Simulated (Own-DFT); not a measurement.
GaP (zincblende, atoms displaced) (calculated)

All values are calculated (Own-DFT development build). A calculation, not a measurement: plane-wave PBE density functional theory by an unreviewed code, no spin, of a simulated periodic cell, stress positive in tension, free energy of the whole cell less one offset for each atom, forces on such cells passed a denser k mesh, this cell's mesh not checked; offsets are fitted by least squares, one for each functional and potential file, so energies compare only between cells with the same atoms and settings and are not formation energies; the far tail of each file's local potential was reset to the Coulomb form; each entry is a single point on an unrelaxed cell, so the pressure reflects the starting lattice, mostly measured values (interpolated for alloys), from which strain is counted, and rises with the displacements; printed positions are rounded, which can move forces by about a meV/angstrom; the program, named Own-DFT, is a retired in-house code; no spin-orbit coupling.

Settings shared by all entries: functional PBE; potential files PseudoDojo norm-conserving, scalar-relativistic, standard set; wave cutoff 42 hartree; occupations Fermi-Dirac; smearing width 0.1 eV; k mesh 2 x 3 x 3 centred on Gamma.

(1) GaP (zincblende, atoms displaced)

```
cell vectors (Å)
  16.3515     0.0000     0.0000
   0.0000    10.9010     0.0000
   0.0000     0.0000    10.9010
atoms (fractions of the cell vectors)
Ga  0.00376  0.99563  0.99850
Ga  0.98209  0.24986  0.23535
Ga  0.16717  0.00817  0.26122
Ga  0.16187  0.25780  0.98373
P   0.09406  0.11016  0.11470
P   0.08306  0.36701  0.36707
P   0.24689  0.12526  0.37009
P   0.24538  0.37064  0.11147
Ga  0.98439  0.99588  0.49784
Ga  0.00679  0.24244  0.75478
Ga  0.16234  0.97441  0.72747
Ga  0.17047  0.24626  0.49299
P   0.07213  0.12096  0.60663
P   0.07477  0.35195  0.88069
P   0.25894  0.13138  0.87328
P   0.25696  0.36063  0.61186
Ga  0.00752  0.48914  0.00321
Ga  0.98668  0.74820  0.25713
Ga  0.15885  0.52330  0.22857
Ga  0.18288  0.75867  0.00018
P   0.08174  0.62266  0.13477
P   0.08997  0.89161  0.40041
P   0.25659  0.64491  0.37150
P   0.23649  0.86618  0.12225
Ga  0.01313  0.50730  0.47917
Ga  0.00019  0.77335  0.75126
Ga  0.17327  0.50960  0.73291
Ga  0.16830  0.74301  0.49352
P   0.08084  0.61928  0.64357
P   0.08999  0.86722  0.86148
P   0.24216  0.62159  0.90027
P   0.25220  0.89254  0.63677
Ga  0.33313  0.00586  0.00193
Ga  0.34955  0.25081  0.24711
Ga  0.49547  0.02009  0.23308
Ga  0.49495  0.24986  0.98070
P   0.41322  0.10627  0.12012
P   0.43244  0.40292  0.38221
P   0.57418  0.12891  0.36720
P   0.58663  0.35433  0.14600
Ga  0.31955  0.99814  0.50335
Ga  0.35323  0.22913  0.75771
Ga  0.49383  0.99179  0.74667
Ga  0.50173  0.25456  0.49375
P   0.41644  0.14243  0.62205
P   0.41709  0.37859  0.87630
P   0.58189  0.11959  0.87197
P   0.58193  0.36868  0.63354
Ga  0.34125  0.49336  0.00448
Ga  0.34970  0.76153  0.25067
Ga  0.49730  0.51176  0.25608
Ga  0.49450  0.75460  0.01454
P   0.41560  0.62592  0.14847
P   0.41692  0.88247  0.38521
P   0.58019  0.62127  0.38138
P   0.57731  0.89440  0.09926
Ga  0.33265  0.50538  0.50705
Ga  0.32413  0.76299  0.74031
Ga  0.49616  0.49112  0.75481
Ga  0.48095  0.76511  0.51730
P   0.41766  0.65311  0.64745
P   0.39651  0.84349  0.88210
P   0.58565  0.63233  0.86709
P   0.58436  0.86646  0.63079
Ga  0.66685  0.01634  0.97506
Ga  0.67938  0.25942  0.24054
Ga  0.82616  0.00267  0.22967
Ga  0.83433  0.23639  0.03208
P   0.72829  0.12543  0.11469
P   0.75342  0.37001  0.38301
P   0.92085  0.09860  0.36976
P   0.93418  0.37730  0.11534
Ga  0.68065  0.01964  0.51282
Ga  0.66349  0.26549  0.75864
Ga  0.84019  0.00128  0.75933
Ga  0.81991  0.26876  0.49026
P   0.74384  0.11987  0.63301
P   0.75182  0.36790  0.88989
P   0.92058  0.13777  0.86921
P   0.93442  0.40868  0.62826
Ga  0.67481  0.47882  0.00546
Ga  0.66233  0.75381  0.25383
Ga  0.83563  0.49198  0.24894
Ga  0.86084  0.74340  0.98781
P   0.75636  0.60878  0.14264
P   0.74702  0.84805  0.35095
P   0.91177  0.62425  0.40057
P   0.90995  0.87698  0.13949
Ga  0.67254  0.48013  0.49944
Ga  0.66322  0.75868  0.74421
Ga  0.83367  0.50934  0.75683
Ga  0.83069  0.75948  0.48145
P   0.75634  0.62768  0.61944
P   0.74862  0.87477  0.89018
P   0.91529  0.63025  0.89344
P   0.91949  0.89428  0.63690
```

| Item | Value |
| --- | --- |
| free energy of cell above offsets | -20.743 eV |
| pressure | 7.5 GPa |
| stress xx | -7.43 GPa |
| stress yy | -7.16 GPa |
| stress zz | -7.9 GPa |
| stress yz | -0.57 GPa |
| stress xz | -1.51 GPa |
| stress xy | 2.66 GPa |

Force:
```
element  x (eV/Å)  y (eV/Å)  z (eV/Å)
     Ga    -0.188    -0.089    -0.273
     Ga     3.616    -3.176     2.878
     Ga    -0.939    -1.655    -1.216
     Ga     2.437    -2.393     1.746
      P    -1.141     1.481     0.286
      P     0.383     0.231    -1.114
      P     2.355     0.962     0.164
      P      0.92     0.686     1.527
     Ga      3.03    -0.729     0.948
     Ga    -0.938     0.331    -2.996
     Ga    -3.534     4.773     2.295
     Ga    -1.515     0.216     0.232
      P     1.654      0.34     1.142
      P     0.596     3.761    -1.311
      P    -1.617    -0.654    -0.312
      P     0.092     0.809     1.854
     Ga     1.494     2.496    -1.736
     Ga     1.379    -0.205     1.127
     Ga     5.069     -4.79     4.454
     Ga    -4.834    -1.665    -2.046
      P    -4.463     4.553    -4.123
      P    -1.161    -1.275    -1.362
      P     -0.02    -1.749    -0.506
      P      4.22     4.189     4.593
     Ga     0.275    -0.085     1.354
     Ga    -0.652    -2.668     -0.32
     Ga     1.194    -1.931     1.759
     Ga    -0.513     0.468     1.623
      P    -0.791      1.79    -2.359
      P     0.303      0.61     2.838
      P     2.265    -2.404    -3.443
      P     1.677    -3.331    -3.302
     Ga    -2.042    -2.401     -1.34
     Ga     -1.37     0.856     0.457
     Ga     2.645    -2.865     2.573
     Ga     1.519    -1.065     2.391
      P    -0.812     3.996    -1.285
      P    -2.992    -2.765     1.334
      P     2.389    -0.055     0.502
      P     -2.95     2.793    -2.972
     Ga     1.786     1.521    -1.157
     Ga     -3.13     2.547     1.874
     Ga     -0.19     -0.34     0.325
     Ga      0.21      0.17     0.264
      P     1.887    -3.506    -2.885
      P    -0.509    -0.044    -0.397
      P    -1.955     1.777    -2.122
      P     -0.26     0.907    -1.323
     Ga    -1.453     1.034     0.926
     Ga    -2.883     1.133     0.627
     Ga     3.179    -0.244    -1.217
     Ga     0.075    -1.364    -1.447
      P     0.412    -0.759    -3.332
      P    -0.227     1.986    -1.087
      P     0.461     0.934     0.825
      P     1.026    -0.341     2.105
     Ga      0.36     1.052    -0.427
     Ga    -1.448    -2.008     1.227
     Ga      1.37     2.204    -0.402
     Ga     3.124    -0.433    -1.113
      P    -0.935    -4.002     -0.18
      P     2.348     3.229     1.679
      P    -0.496    -1.431     1.776
      P    -1.025     2.524    -2.012
     Ga     -0.01    -2.335     0.753
     Ga    -0.654     -0.85     3.041
     Ga    -1.539     0.418     1.625
     Ga     0.637     0.809     -2.16
      P     3.175    -0.755     1.201
      P    -2.614     2.877    -5.419
      P    -3.579     3.775    -2.843
      P    -5.216     0.235     0.781
     Ga    -4.299    -4.141    -4.355
     Ga     0.574    -1.577     0.472
     Ga    -1.855     0.669     1.028
     Ga     5.591    -4.967     5.497
      P     3.587     3.862     3.109
      P     2.052      -0.8    -1.566
      P    -1.335    -1.525     2.107
      P    -1.629    -2.245      0.46
     Ga    -2.039     2.202      1.46
     Ga    -3.464    -2.879    -2.929
     Ga     1.618    -0.283     1.167
     Ga    -7.202     7.462     7.316
      P    -1.432      1.72    -2.197
      P     2.418     5.371     2.497
      P     1.163    -0.847    -2.613
      P     1.722    -0.553    -2.715
     Ga    -1.609     2.441     1.261
     Ga     1.969    -1.538     1.182
     Ga     0.251    -0.474    -0.189
     Ga    -0.076     0.256     2.741
      P    -1.048     0.231     0.288
      P     1.531    -0.817    -1.393
      P     6.196    -7.302    -7.105
      P    -1.651    -2.378    -1.089
```

(2) GaP (zincblende, atoms displaced)

```
cell vectors (Å)
  16.3515     0.0000     0.0000
   0.0000    10.9010     0.0000
   0.0000     0.0000    10.9010
atoms (fractions of the cell vectors)
Ga  0.98930  0.00451  0.02425
Ga  0.99021  0.25550  0.25473
Ga  0.15809  0.99879  0.25351
Ga  0.15838  0.26461  0.00495
P   0.08698  0.13099  0.12175
P   0.07382  0.37297  0.37031
P   0.23175  0.14401  0.37511
P   0.24351  0.38163  0.12398
Ga  0.00149  0.01182  0.48651
Ga  0.99114  0.25911  0.72592
Ga  0.15273  0.01505  0.75392
Ga  0.16449  0.24436  0.49882
P   0.09957  0.12534  0.62902
P   0.07897  0.38374  0.87981
P   0.25475  0.12016  0.86520
P   0.26351  0.34950  0.64596
Ga  0.99324  0.49591  0.00574
Ga  0.99566  0.76869  0.25891
Ga  0.18171  0.52502  0.23669
Ga  0.16560  0.74173  0.00399
P   0.08056  0.62301  0.14628
P   0.07057  0.88037  0.36221
P   0.25553  0.63556  0.38199
P   0.23998  0.85880  0.14385
Ga  0.01485  0.50535  0.50336
Ga  0.00886  0.72538  0.76974
Ga  0.15525  0.51378  0.74300
Ga  0.17621  0.75415  0.46890
P   0.09080  0.62393  0.63080
P   0.07506  0.88345  0.88220
P   0.25771  0.64394  0.87424
P   0.26008  0.87696  0.61823
Ga  0.34440  0.00288  0.98886
Ga  0.33009  0.24543  0.22718
Ga  0.50293  0.98803  0.25725
Ga  0.50156  0.26863  0.00676
P   0.40725  0.10261  0.10530
P   0.39623  0.37647  0.36265
P   0.58723  0.10660  0.40480
P   0.60259  0.37210  0.11350
Ga  0.30609  0.00359  0.49982
Ga  0.33676  0.26013  0.73672
Ga  0.50107  0.01023  0.75597
Ga  0.50594  0.23724  0.49273
P   0.42427  0.10175  0.62074
P   0.42401  0.36460  0.85505
P   0.58310  0.11100  0.87452
P   0.57828  0.38527  0.63597
Ga  0.33202  0.48806  0.98753
Ga  0.34151  0.75588  0.22809
Ga  0.50813  0.51678  0.24454
Ga  0.50024  0.76609  0.98637
P   0.41283  0.59964  0.15102
P   0.41277  0.88185  0.37110
P   0.59036  0.60751  0.37579
P   0.58445  0.88403  0.14370
Ga  0.33157  0.52379  0.50295
Ga  0.32476  0.73488  0.76731
Ga  0.51041  0.48091  0.74876
Ga  0.49537  0.75433  0.47381
P   0.39469  0.63457  0.61898
P   0.40699  0.87982  0.86858
P   0.57581  0.62646  0.87688
P   0.57581  0.87517  0.61869
Ga  0.67155  0.99832  0.98649
Ga  0.67764  0.21212  0.22989
Ga  0.83628  0.01867  0.24245
Ga  0.82603  0.25351  0.00167
P   0.75722  0.11329  0.09872
P   0.76437  0.38062  0.36976
P   0.89798  0.11570  0.37733
P   0.89491  0.36488  0.12633
Ga  0.67171  0.99340  0.51658
Ga  0.68125  0.22966  0.76230
Ga  0.84269  0.01254  0.74689
Ga  0.82797  0.24962  0.49313
P   0.74963  0.12304  0.60870
P   0.75654  0.38113  0.87752
P   0.91620  0.11925  0.88115
P   0.92533  0.36849  0.63135
Ga  0.66780  0.51547  0.97903
Ga  0.67177  0.75800  0.23831
Ga  0.82786  0.51045  0.23727
Ga  0.83570  0.75214  0.00304
P   0.76255  0.61577  0.12387
P   0.74262  0.85212  0.38494
P   0.90087  0.62134  0.37719
P   0.91653  0.83670  0.08180
Ga  0.66643  0.52166  0.52066
Ga  0.64910  0.77516  0.74525
Ga  0.84142  0.50228  0.76924
Ga  0.84181  0.76032  0.48874
P   0.75454  0.62871  0.60909
P   0.74881  0.87577  0.87630
P   0.91801  0.64365  0.85510
P   0.92560  0.87109  0.62061
```

| Item | Value |
| --- | --- |
| free energy of cell above offsets | -15.261 eV |
| pressure | 8.45 GPa |
| stress xx | -8.82 GPa |
| stress yy | -8 GPa |
| stress zz | -8.54 GPa |
| stress yz | 0.12 GPa |
| stress xz | -2.65 GPa |
| stress xy | 0.54 GPa |

Force:
```
element  x (eV/Å)  y (eV/Å)  z (eV/Å)
     Ga     0.869    -0.045    -1.237
     Ga    -0.556    -0.906    -0.614
     Ga     0.822     0.593    -0.359
     Ga     1.125    -0.657    -1.403
      P    -1.778    -0.449     1.086
      P     2.108     0.522     0.294
      P     3.206    -2.975    -3.197
      P     0.836    -0.613    -0.986
     Ga    -0.303    -0.206      1.76
     Ga     5.418    -5.554     5.579
     Ga     3.149     -3.79     2.889
     Ga    -1.047     3.575     1.935
      P    -5.029     2.241    -2.856
      P    -0.367    -0.178    -1.208
      P    -0.574     0.944     0.947
      P     -8.97     8.056    -7.579
     Ga    -0.401     0.453     0.436
     Ga    -2.951    -3.615    -2.268
     Ga    -0.455    -0.732     1.782
     Ga    -0.957     0.797     0.202
      P    -1.248     0.666    -1.795
      P      2.63     1.259      2.45
      P     0.923    -1.569    -3.322
      P     0.263     1.556    -1.599
     Ga    -2.194    -0.307    -0.372
     Ga     3.775     4.343    -3.405
     Ga     4.054    -3.905     3.533
     Ga    -2.506     2.692     3.051
      P    -1.585      3.62     -3.67
      P     0.796    -0.581     0.155
      P     -6.19    -6.202     5.521
      P    -3.613    -2.768     2.818
     Ga    -5.576    -2.421    -2.321
     Ga    -0.297     -0.38     0.698
     Ga    -1.244     2.122     0.968
     Ga    -0.021    -1.489    -0.383
      P     4.605     4.779     5.219
      P     2.511    -0.091     0.675
      P     0.558     0.408    -4.024
      P    -1.071     0.251     1.017
     Ga     3.106     2.751    -2.372
     Ga     6.853    -7.829     5.281
     Ga    -0.535    -2.176    -0.714
     Ga    -2.212     2.095      1.19
      P    -1.976      2.24    -1.297
      P    -0.809     0.622     2.285
      P     0.768     2.399     1.239
      P     4.622    -4.319    -4.522
     Ga     0.751     0.248     0.145
     Ga      0.34     0.037     1.735
     Ga     1.481    -3.633      1.19
     Ga    -0.587    -0.294     1.811
      P    -1.792     1.775    -4.193
      P    -1.519     0.262    -0.306
      P    -0.416     2.495     -0.51
      P     0.938    -0.931    -3.555
     Ga     -1.53    -4.891    -1.161
     Ga     5.037     5.614    -6.187
     Ga    -3.881      4.63     2.754
     Ga     0.341    -1.223     1.345
      P     5.028     1.725     2.356
      P     2.068    -1.463    -1.169
      P     0.079     0.822    -1.201
      P    -1.498     0.884    -0.761
     Ga    -1.349    -0.775     1.131
     Ga    -1.086     1.998     2.451
     Ga    -1.833     -3.91    -1.803
     Ga     0.809     -0.61    -2.061
      P    -0.309    -0.975     0.862
      P    -2.898    -0.368    -0.042
      P     3.661     1.592     1.126
      P     3.339     1.451     0.773
     Ga    -0.412    -2.296    -0.935
     Ga    -1.219     1.146    -0.538
     Ga    -0.865    -1.685    -0.899
     Ga     0.753     1.361     0.856
      P      1.44     0.726     2.419
      P    -1.203    -0.419    -0.665
      P     0.523     1.993    -0.064
      P    -5.321     5.269    -4.887
     Ga     0.869    -0.719     1.369
     Ga     -0.01     -2.08     0.431
     Ga     2.571    -2.959     3.383
     Ga    -8.497    -5.518    -6.059
      P    -4.476     3.652     -3.72
      P     0.492     2.859    -0.653
      P     3.581    -0.356     -0.67
      P     8.606     7.252     8.216
     Ga    -0.809    -3.208    -0.989
     Ga     2.519    -2.521     1.329
     Ga    -0.545    -0.418    -2.848
     Ga      -0.5     0.175     1.711
      P     1.729     1.743     3.385
      P      0.61    -0.944    -1.581
      P    -3.786    -3.236      4.62
      P     0.249     0.492     0.549
```

(3) GaP (zincblende, atoms displaced)

```
cell vectors (Å)
  16.3515     0.0000     0.0000
   0.0000    10.9010     0.0000
   0.0000     0.0000    10.9010
atoms (fractions of the cell vectors)
Ga  0.99618  0.99562  0.00449
Ga  0.99775  0.24267  0.24353
Ga  0.15800  0.99880  0.28663
Ga  0.17084  0.25357  0.00791
P   0.07778  0.13976  0.13583
P   0.07904  0.36313  0.40449
P   0.25379  0.13619  0.38866
P   0.25618  0.36874  0.13057
Ga  0.99556  0.00261  0.49225
Ga  0.98798  0.26694  0.75198
Ga  0.16794  0.00323  0.76173
Ga  0.17699  0.25699  0.49881
P   0.07446  0.14820  0.61219
P   0.07572  0.36826  0.85130
P   0.24455  0.11903  0.87252
P   0.25339  0.37169  0.61800
Ga  0.98943  0.49625  0.97756
Ga  0.00037  0.75092  0.21098
Ga  0.16693  0.51806  0.26016
Ga  0.16997  0.75936  0.99212
P   0.07437  0.63191  0.10994
P   0.07871  0.89911  0.36457
P   0.25209  0.63169  0.39731
P   0.24808  0.89243  0.14112
Ga  0.99752  0.50036  0.50919
Ga  0.99724  0.76888  0.72426
Ga  0.16619  0.49288  0.74650
Ga  0.16620  0.74301  0.51989
P   0.10340  0.62860  0.64163
P   0.07281  0.88924  0.89871
P   0.23021  0.63868  0.86671
P   0.25362  0.87802  0.62951
Ga  0.32056  0.98796  0.98841
Ga  0.33741  0.26382  0.25457
Ga  0.50270  0.00868  0.25022
Ga  0.48989  0.23684  0.00319
P   0.41003  0.14013  0.12371
P   0.43085  0.37783  0.38800
P   0.59398  0.13198  0.36350
P   0.59062  0.36010  0.12618
Ga  0.33721  0.98114  0.52152
Ga  0.33104  0.25282  0.75323
Ga  0.49688  0.99840  0.76276
Ga  0.51546  0.28013  0.50674
P   0.40938  0.14108  0.61860
P   0.42487  0.35509  0.87048
P   0.59822  0.12687  0.87876
P   0.59075  0.38141  0.63162
Ga  0.31941  0.51395  0.01628
Ga  0.33235  0.74928  0.27512
Ga  0.49859  0.49362  0.25719
Ga  0.50089  0.72941  0.99846
P   0.40571  0.59314  0.10245
P   0.41455  0.89442  0.37042
P   0.58184  0.61303  0.36065
P   0.59947  0.89574  0.11871
Ga  0.33196  0.50334  0.49219
Ga  0.34002  0.74380  0.75772
Ga  0.50824  0.47581  0.74134
Ga  0.49957  0.72391  0.50771
P   0.41536  0.58561  0.63161
P   0.41124  0.87990  0.89052
P   0.58194  0.62128  0.87441
P   0.57178  0.86118  0.61987
Ga  0.66269  0.01452  0.98473
Ga  0.67402  0.23850  0.25000
Ga  0.81953  0.03324  0.27081
Ga  0.82190  0.25274  0.99442
P   0.74682  0.12839  0.12408
P   0.75064  0.37874  0.37799
P   0.92148  0.13557  0.36642
P   0.90773  0.40421  0.12122
Ga  0.66350  0.00287  0.52414
Ga  0.68507  0.23530  0.74965
Ga  0.83233  0.03024  0.76546
Ga  0.84240  0.25127  0.48219
P   0.74898  0.12511  0.60125
P   0.75367  0.37336  0.87404
P   0.91700  0.11974  0.87278
P   0.92689  0.36983  0.63264
Ga  0.66485  0.48893  0.00195
Ga  0.64294  0.75989  0.25877
Ga  0.82981  0.51145  0.26129
Ga  0.84258  0.74781  0.02736
P   0.75544  0.61337  0.14648
P   0.75674  0.87010  0.36916
P   0.90375  0.63879  0.36910
P   0.90584  0.85838  0.13980
Ga  0.65497  0.50667  0.47337
Ga  0.66671  0.75555  0.73169
Ga  0.84473  0.50243  0.74312
Ga  0.81626  0.74936  0.48574
P   0.75494  0.63955  0.61203
P   0.76057  0.86853  0.85872
P   0.91716  0.64034  0.87963
P   0.90749  0.87362  0.63224
```

| Quantity | Value |
| --- | --- |
| free energy of cell above offsets | -22.776 eV |
| pressure | 7.35 GPa |
| stress xx | -8.01 GPa |
| stress yy | -7.05 GPa |
| stress zz | -6.99 GPa |
| stress yz | 0.91 GPa |
| stress xz | -0.54 GPa |
| stress xy | 0.08 GPa |

Force:
```
element  x (eV/Å)  y (eV/Å)  z (eV/Å)
     Ga     -2.17      2.03     2.893
     Ga    -0.874     4.265     0.381
     Ga     6.395     5.981     -4.91
     Ga    -1.277    -0.495    -0.689
      P     2.177    -2.556    -2.084
      P    -0.126     1.484    -2.864
      P     1.055    -1.719    -1.204
      P    -1.838     1.694     0.104
     Ga    -0.361     0.097     1.797
     Ga     1.842    -5.424     1.736
     Ga    -2.649    -0.668    -1.737
     Ga    -1.557    -0.708     0.759
      P       0.7    -1.632     0.985
      P     2.456     1.372     3.433
      P     1.114     2.259     1.004
      P     0.425     1.378     1.496
     Ga     1.231    -0.059     0.563
     Ga     0.251     0.275     4.112
     Ga    -1.179    -1.172    -0.294
     Ga    -1.633     1.747     2.612
      P     3.066    -2.539     -1.04
      P    -5.235    -7.476     3.827
      P    -0.976     0.326    -1.648
      P    -0.506    -1.617     0.081
     Ga     0.465     1.689    -0.738
     Ga     2.034    -1.701     2.801
     Ga     1.137    -1.791      0.62
     Ga     0.862     2.944    -2.088
      P    -5.064     0.206    -0.425
      P     2.867    -2.442    -3.972
      P     3.132    -1.933    -0.211
      P    -1.517    -1.627     1.717
     Ga    -0.107      1.61     2.026
     Ga     0.681    -1.034     1.518
     Ga     0.076     0.639    -1.036
     Ga     2.888     1.034    -0.507
      P    -0.767    -2.996     0.964
      P    -2.963     0.298    -0.997
      P    -1.983    -1.157     3.054
      P    -1.606     0.378     0.127
     Ga     0.939     2.852    -1.644
     Ga    -0.137    -0.459     0.061
     Ga    -0.012     0.889    -0.932
     Ga    -0.512    -3.634    -0.531
      P      1.89    -1.174     0.307
      P    -1.136     1.888    -0.132
      P     -4.61     2.788    -3.305
      P     4.003      -0.9    -0.939
     Ga    -5.564     -3.58    -5.533
     Ga     0.268     0.685    -2.156
     Ga    -0.225    -0.799    -3.091
     Ga    -0.725     1.512      0.86
      P     7.049     5.309     5.973
      P      0.97    -2.008     0.745
      P    -2.435      2.73    -0.229
      P    -3.176    -1.645     0.637
     Ga     0.681    -1.968     0.571
     Ga    -0.427    -0.322    -0.463
     Ga    -1.812       1.6     3.075
     Ga    -1.213     0.107    -0.852
      P     0.205     2.931     0.529
      P     1.782    -1.833    -0.895
      P     1.192    -0.654    -1.275
      P     0.351     1.566      0.78
     Ga     4.711    -3.812     1.957
     Ga     0.387     2.598    -0.105
     Ga     0.621     -1.89    -0.669
     Ga      2.45    -0.376     1.471
      P     0.769    -0.835    -1.514
      P    -0.061    -0.624    -0.336
      P    -0.661    -1.447     0.614
      P     0.562      -2.8     0.218
     Ga    -1.732    -2.333    -2.981
     Ga    -0.848     1.249    -0.295
     Ga    -2.293    -3.041    -2.992
     Ga    -0.906     1.288     1.491
      P     2.826     1.367     2.014
      P    -0.664     1.512    -1.667
      P     1.742     2.903     2.491
      P    -4.414     2.744    -3.755
     Ga     0.635     0.897     0.359
     Ga     3.379     0.528    -0.921
     Ga     1.163    -2.471     1.124
     Ga     -3.68    -2.865    -3.646
      P    -3.915     2.752    -3.341
      P    -3.685     2.716    -1.101
      P     3.455    -0.216     1.123
      P     0.797     6.705     1.413
     Ga     3.351    -1.829     3.584
     Ga     0.324    -0.412     1.371
     Ga    -1.006     0.779     0.566
     Ga     3.632     0.564     0.875
      P    -2.329     -3.47     1.775
      P    -0.997     0.596     1.577
      P     -0.12     0.132    -1.862
      P    -1.303     2.251    -2.559
```
